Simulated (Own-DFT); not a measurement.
# Stretching a layer in its plane: wurtzite AlGaN with randomly placed atoms, 72 atoms (Al9Ga27N36)

Everything here is calculated. The program is Own-DFT (plane waves, in-house, since retired, never reviewed by a person); positions were held fixed, and spin and spin-orbit coupling were off.

Common settings: PBE; PseudoDojo norm-conserving scalar-relativistic files; cutoff 42 hartree; 4 x 4 x 3 k mesh centred on Gamma; Fermi-Dirac smearing of 0.1 eV.

Limits: forces on such cells passed a denser k mesh, each cell not checked; stress not checked against mesh or cutoff.

Unstrained cell vectors in Å: (9.509, 0.000, 0.000); (-4.755, 8.235, 0.000); (0.000, 0.000, 10.268). The unstrained cell has measured lattice constants (interpolated for alloys), not those of this functional. That, the random moves and any unrelaxed bonds set the pressure at no strain. Each run strains x and y alike by e, as a substrate would, and holds the height along z. Each atom got a random Gaussian move of width 0.05 Å along each axis. The random placing of the alloy's atoms differs from row to row. Stress is positive in tension.

| e (%) | u (Å) | (s_xx + s_yy)/2 (GPa) | s_zz (GPa) |
|---|---|---|---|
| -2.75 | 0.049 | -24.17 | -12.77 |
| -2.50 | 0.051 | -22.01 | -13.07 |
| -0.75 | 0.047 | ? | ? |
| -0.25 | 0.052 | -8.96 | -8.23 |
| 0.50 | 0.051 | -3.78 | -7.79 |
| 0.75 | 0.051 | -3.47 | -6.43 |
| 1.00 | 0.045 | -1.28 | -6.18 |
| 1.75 | 0.048 | 1.75 | -5.38 |
| 2.25 | 0.049 | 4.13 | -5.42 |
| 2.75 | 0.051 | 5.77 | -4.45 |

## Analysis

With e as a fraction, the in-plane stress is -7.0 + 546 e - 2700 e² GPa (errors 9 and 527, scatter 0.46), and s_zz is -8.4 + 161 e GPa (slope ± 11, scatter 0.59). At e = 0 the first slope is C11 + C12 and the second 2 C13, both with the ions held to the strained lattice and at the cell's own pressure. The term in e² is negative: the layer stiffens under compression and softens under tension. A free layer would change its height as e changes, and the in-plane slope would drop by 2 C13²/C33 to the biaxial modulus. At fixed height, a misfit of 1 % moves the in-plane stress by about 5.5 GPa and s_zz by 1.6 GPa.

## Test on the hidden row

Q: what are the two stresses at e = -0.75 %?

Estimate: -11.2 and -9.6 GPa. DFT gave -10.94 and -9.18 GPa.
